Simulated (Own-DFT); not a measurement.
# Which defects push the lattice out? C40 NbSi2

The numbers are computed, not measured, by runs of the plane-wave DFT program Own-DFT (in-house, retired, unreviewed) at fixed positions, with no spin and no spin-orbit coupling.

Method: PBE; PseudoDojo norm-conserving scalar-relativistic files; cutoff 42 hartree; 4 x 4 x 5 k mesh centred on Gamma; cold (Marzari-Vanderbilt) smearing of 0.2 eV.

Known weak points: forces on such cells failed a check on a denser k mesh; stress not checked against mesh or cutoff.

All runs share one cell, with vectors in Å (0.000, 8.324, 0.000); (-9.613, 0.000, 0.000); (0.000, 0.000, 6.586) and a volume of 527.0 Å³. u is the rms random offset of the atoms per axis. The defect's site can differ from row to row.

| cell | formula | u (Å) | P (GPa) |
|---|---|---|---|
| no defect | Nb12Si24 | 0.0208 | 1.52 |
| no defect | Nb12Si24 | 0.0235 | 1.60 |
| no defect | Nb12Si24 | 0.0519 | 2.76 |
| one Si vacancy | Nb12Si23 | 0.0303 | 0.99 |
| one Si vacancy | Nb12Si23 | 0.0448 | 1.63 |
| one Si vacancy | Nb12Si23 | 0.0493 | 2.23 |
| two Nb vacancies | Nb10Si24 | 0.0288 | -0.02 |
| two Nb vacancies | Nb10Si24 | 0.0463 | 0.25 |
| two Nb vacancies | Nb10Si24 | 0.0504 | 0.53 |
| two Nb on a Si site each | Nb14Si22 | 0.0284 | 7.55 |
| two Nb on a Si site each | Nb14Si22 | 0.0292 | 7.76 |
| two Nb on a Si site each | Nb14Si22 | 0.0533 | 8.56 |
| two Si on a Nb site each | Nb10Si26 | 0.0293 | 1.60 |
| two Si on a Nb site each | Nb10Si26 | 0.0300 | ? |
| two Si on a Nb site each | Nb10Si26 | 0.0464 | 2.21 |
| two Si on a Nb site each | Nb10Si26 | 0.0476 | 2.19 |

## Working it out

P = P0 + c u² + a shift for each defect gives P0 = 1.35 GPa, c = 496 ± 53 GPa/Å² and a scatter of 0.17 GPa. The shifts, and each times the cell's volume:

- two Nb on a Si site each: 5.86 ± 0.14 GPa, 19.3 eV (9.6 eV for each of its 2 sites)
- two Si on a Nb site each: -0.22 ± 0.14 GPa, -0.7 eV (-0.4 eV for each of its 2 sites) (not resolved)
- one Si vacancy: -0.62 ± 0.14 GPa, -2.0 eV
- two Nb vacancies: -2.01 ± 0.14 GPa, -6.6 eV (-3.3 eV for each of its 2 sites)

Against the defect-free cell, a freed cell would be larger where the shift is positive and smaller where it is negative (160.2 GPa Å³ is 1 eV). The atoms around the defects weren't relaxed, which would change these numbers.

## Prediction

Q: what pressure belongs in the blank (two Si on a Nb site each, u = 0.0300 Å)?

Estimate: 1.57 ± 0.20 GPa. The hidden result is 1.83 GPa.
